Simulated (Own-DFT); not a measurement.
# What a defect does to the pressure of its cell: D0_22 TiAl3

Calculated, not measured: single-point runs of Own-DFT, a retired in-house plane-wave DFT program that no person has reviewed, on unrelaxed cells, without spin or spin-orbit coupling.

Method: PBEsol; PseudoDojo norm-conserving scalar-relativistic files, made for PBE; cutoff 42 hartree; 4 x 4 x 4 k mesh centred on Gamma; cold (Marzari-Vanderbilt) smearing of 0.2 eV.

Keep in mind: forces on such cells failed a check on a denser k mesh; stress not checked against mesh or cutoff.

All runs share one cell, with vectors in Å (-2.365, -6.981, 4.326); (-7.667, 3.491, 1.442); (-2.950, -3.488, -7.241) and a volume of 625.4 Å³. The atoms are randomly displaced, by u rms on each axis. The defect's site can differ from row to row.

| cell | formula | u (Å) | P (GPa) |
|---|---|---|---|
| no defect | Al30Ti10 | 0.0209 | 0.09 |
| no defect | Al30Ti10 | 0.0462 | 0.74 |
| no defect | Al30Ti10 | 0.0521 | 0.73 |
| two Ti on an Al site each | Al28Ti12 | 0.0278 | 1.17 |
| two Ti on an Al site each | Al28Ti12 | 0.0281 | 0.99 |
| two Ti on an Al site each | Al28Ti12 | 0.0538 | 1.87 |
| two Al vacancies | Al28Ti10 | 0.0270 | -0.70 |
| two Al vacancies | Al28Ti10 | 0.0320 | -0.54 |
| two Al vacancies | Al28Ti10 | 0.0459 | -0.28 |
| two Al on a Ti site each | Al32Ti8 | 0.0288 | ? |
| two Al on a Ti site each | Al32Ti8 | 0.0324 | 1.27 |
| two Al on a Ti site each | Al32Ti8 | 0.0453 | 1.63 |
| two Al on a Ti site each | Al32Ti8 | 0.0494 | 1.75 |

## What the rows give

P = P0 + c u² + a shift for each defect gives P0 = -0.07 GPa, c = 332 ± 30 GPa/Å² and a scatter of 0.08 GPa. The shifts, and each times the cell's volume:

- two Al on a Ti site each: 1.00 ± 0.07 GPa, 3.9 eV (2.0 eV for each of its 2 sites)
- two Ti on an Al site each: 0.92 ± 0.07 GPa, 3.6 eV (1.8 eV for each of its 2 sites)
- two Al vacancies: -0.87 ± 0.07 GPa, -3.4 eV (-1.7 eV for each of its 2 sites)

A positive shift means that the defect pushes the cell outwards. Shift times volume (160.2 GPa Å³ is 1 eV) depends little on the cell's size, so, taken for each site, it can be compared between cells at like pressure. The atoms around the defects weren't relaxed, which would change these numbers.

## Check

Q: what pressure belongs in the blank (two Al on a Ti site each, u = 0.0288 Å)?

From the fit: 1.21 ± 0.10 GPa. The hidden result is 1.21 GPa.
